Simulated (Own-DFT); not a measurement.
# Misfit strain and the stress it brings: grey tin, 32 atoms (Sn32)

Everything here is calculated. The program is Own-DFT (plane waves, in-house, since retired, never reviewed by a person); positions were held fixed, and spin and spin-orbit coupling were off.

Settings: PBE; PseudoDojo norm-conserving scalar-relativistic files; cutoff 42 hartree; 3 x 3 x 5 k mesh centred on Gamma; cold (Marzari-Vanderbilt) smearing of 0.2 eV.

Caveats: forces on such cells failed a check on a denser k mesh; stress not checked against mesh or cutoff.

Unstrained cell vectors in Å: (12.978, 0.000, 0.000); (0.000, 12.978, 0.000); (0.000, 0.000, 6.489). The unstrained cell has measured lattice constants (interpolated for alloys), not those of this functional. That, the random moves and any unrelaxed bonds set the pressure at no strain. Each run strains x and y alike by e, as a substrate would, and holds the height along z. All atoms carry random offsets, Gaussian with a width of 0.05 Å per axis. Stress is positive in tension.

| e (%) | u (Å) | (s_xx + s_yy)/2 (GPa) | s_zz (GPa) |
|---|---|---|---|
| -3.00 | 0.050 | -7.57 | -6.74 |
| -3.00 | 0.046 | -7.51 | -6.60 |
| -2.25 | 0.047 | -6.52 | -5.77 |
| -2.25 | 0.046 | -6.38 | -5.75 |
| -1.75 | 0.047 | ? | ? |
| -0.75 | 0.052 | -4.49 | -4.31 |
| -0.75 | 0.055 | -4.60 | -4.37 |
| -0.25 | 0.048 | -3.86 | -3.80 |
| -0.25 | 0.049 | -3.82 | -3.77 |
| 0.50 | 0.047 | -3.11 | -3.19 |
| 0.50 | 0.047 | -3.01 | -3.09 |
| 1.50 | 0.050 | -2.02 | -2.40 |
| 1.50 | 0.054 | -2.02 | -2.45 |
| 2.00 | 0.045 | -1.43 | -2.01 |
| 2.00 | 0.051 | -1.62 | -2.05 |

## Working it out

With e as a fraction, the in-plane stress is -3.6 + 115 e - 551 e² GPa (errors 1 and 75, scatter 0.07), and s_zz is -3.6 + 87 e - 488 e² GPa (slope ± 1, scatter 0.06). At e = 0 the first slope is C11 + C12 and the second 2 C12, both with the ions held to the strained lattice and at the cell's own pressure. The term in e² is negative: the layer stiffens under compression and softens under tension. A free layer would change its height as e changes, and the in-plane slope would drop by 2 C12²/C11 to the biaxial modulus. At fixed height, a misfit of 1 % moves the in-plane stress by about 1.1 GPa and s_zz by 0.9 GPa.

## Prediction

Question: what are the two stresses at e = -1.75 %?

The fitted form gives -5.8 and -5.3 GPa. The calculation gave -5.84 and -5.23 GPa.
